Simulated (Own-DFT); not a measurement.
## Calculated data, Si$_{3}$N$_{4}$ (beta silicon nitride, atoms displaced)

A calculation, not a measurement: plane-wave PBE density functional theory by an unreviewed code, no spin, of a simulated periodic cell, stress positive in tension, free energy of the whole cell less one offset for each atom, forces on such cells passed a denser k mesh, this cell's mesh not checked; offsets are fitted by least squares, one for each functional and potential file, so energies compare only between cells with the same atoms and settings and are not formation energies; the far tail of each file's local potential was reset to the Coulomb form; each entry is a single point on an unrelaxed cell, so the pressure reflects the starting lattice, mostly measured values (interpolated for alloys), from which strain is counted, and rises with the displacements; printed positions are rounded, which can move forces by about a meV/angstrom; the program, named Own-DFT, is a retired in-house code; no spin-orbit coupling. Program: Own-DFT development build.

Entry: Si$_{3}$N$_{4}$ (beta silicon nitride, atoms displaced)

```
Si3N4
1.0
      7.6060     0.0000     0.0000
     -3.8030     6.5870     0.0000
      0.0000     0.0000     8.7270
Si N Si N Si N
6 8 6 8 6 8
Direct
  0.17338 0.76232 0.08241
  0.24082 0.40325 0.07322
  0.60169 0.83411 0.07706
  0.83274 0.23235 0.25476
  0.77732 0.61793 0.25595
  0.38981 0.16363 0.25831
  0.31447 0.02666 0.07334
  0.97670 0.30304 0.07925
  0.68925 0.65222 0.08541
  0.66373 0.96748 0.25950
  0.02287 0.69567 0.25635
  0.30140 0.34503 0.24087
  0.33407 0.66949 0.09825
  0.67831 0.33562 0.24282
  0.17441 0.76571 0.41542
  0.22865 0.40132 0.41466
  0.59766 0.83121 0.42488
  0.81624 0.22327 0.58465
  0.76165 0.58866 0.58570
  0.40613 0.18423 0.57587
  0.32804 0.02749 0.41626
  0.96803 0.28974 0.41691
  0.69088 0.66788 0.41895
  0.66881 0.96678 0.59236
  0.02861 0.69209 0.58487
  0.29681 0.32426 0.58098
  0.33437 0.66274 0.41651
  0.67046 0.33393 0.57752
  0.16684 0.76470 0.73780
  0.23746 0.39514 0.74899
  0.59625 0.83094 0.75004
  0.81545 0.22575 0.91703
  0.77818 0.61216 0.91375
  0.41834 0.18412 0.90621
  0.33108 0.01441 0.75098
  0.96910 0.29056 0.74476
  0.70555 0.66627 0.74997
  0.66904 0.97448 0.92102
  0.03509 0.70578 0.91920
  0.29780 0.33149 0.91815
  0.32108 0.65676 0.74652
  0.68083 0.33739 0.91653
```

```
functional                        : PBE
potential files                   : PseudoDojo norm-conserving, scalar-relativistic, standard set
wave cutoff                       : 42 hartree
occupations                       : Fermi-Dirac
smearing width                    : 0.1 eV
k mesh                            : 3 x 3 x 3 centred on Gamma
free energy of cell above offsets : -3.181 eV
pressure                          : 7.27 GPa
stress xx                         : -6.23 GPa
stress yy                         : -5.14 GPa
stress zz                         : -10.43 GPa
stress yz                         : -0.03 GPa
stress xz                         : -2.69 GPa
stress xy                         : 2.03 GPa
```

Force:
```
element  x (eV/Å)  y (eV/Å)  z (eV/Å)
     Si    -0.161     0.953     0.555
     Si    -4.024     2.562     3.084
     Si    -1.198    -2.688     4.465
     Si    -1.196    -0.009    -2.545
     Si    -0.094    -4.849    -1.138
     Si     1.981     3.237    -5.532
      N      0.53     1.213     1.851
      N    -0.392    -0.882     0.314
      N     -1.47     2.646    -1.262
      N     0.899     0.689    -1.871
      N     2.113     1.715    -0.964
      N     2.525    -2.695     3.137
      N     1.466    -0.304    -1.699
      N    -2.929     0.229     1.181
     Si      0.55    -1.077     0.535
     Si    -0.602     1.178    -1.026
     Si    -1.337    -1.476    -1.305
     Si     2.163     1.598    -0.188
     Si     1.461     0.595    -1.622
     Si     2.465    -3.005     1.716
      N    -0.392      -0.6     1.616
      N     0.523     0.138     1.722
      N     0.719     0.106      1.64
      N    -0.146     0.617     -1.82
      N     -2.19    -0.456    -2.903
      N    -0.168     0.519    -0.366
      N    -0.651     0.774     0.667
      N     -1.67    -0.715     0.295
     Si     1.793    -0.769     4.569
     Si    -3.795     1.618    -0.089
     Si    -1.445    -2.904     1.951
     Si     4.214     2.553     0.025
     Si     2.238    -2.726     2.507
     Si    -0.122    -2.052     2.247
      N    -0.189     4.394    -1.855
      N     -0.06    -0.303     1.031
      N    -2.774     1.641     -0.37
      N     0.219    -1.588     -2.21
      N    -0.811    -0.468    -1.951
      N     3.453    -1.477    -3.705
      N     2.542     0.649      0.23
      N    -4.038     1.418    -0.916
```
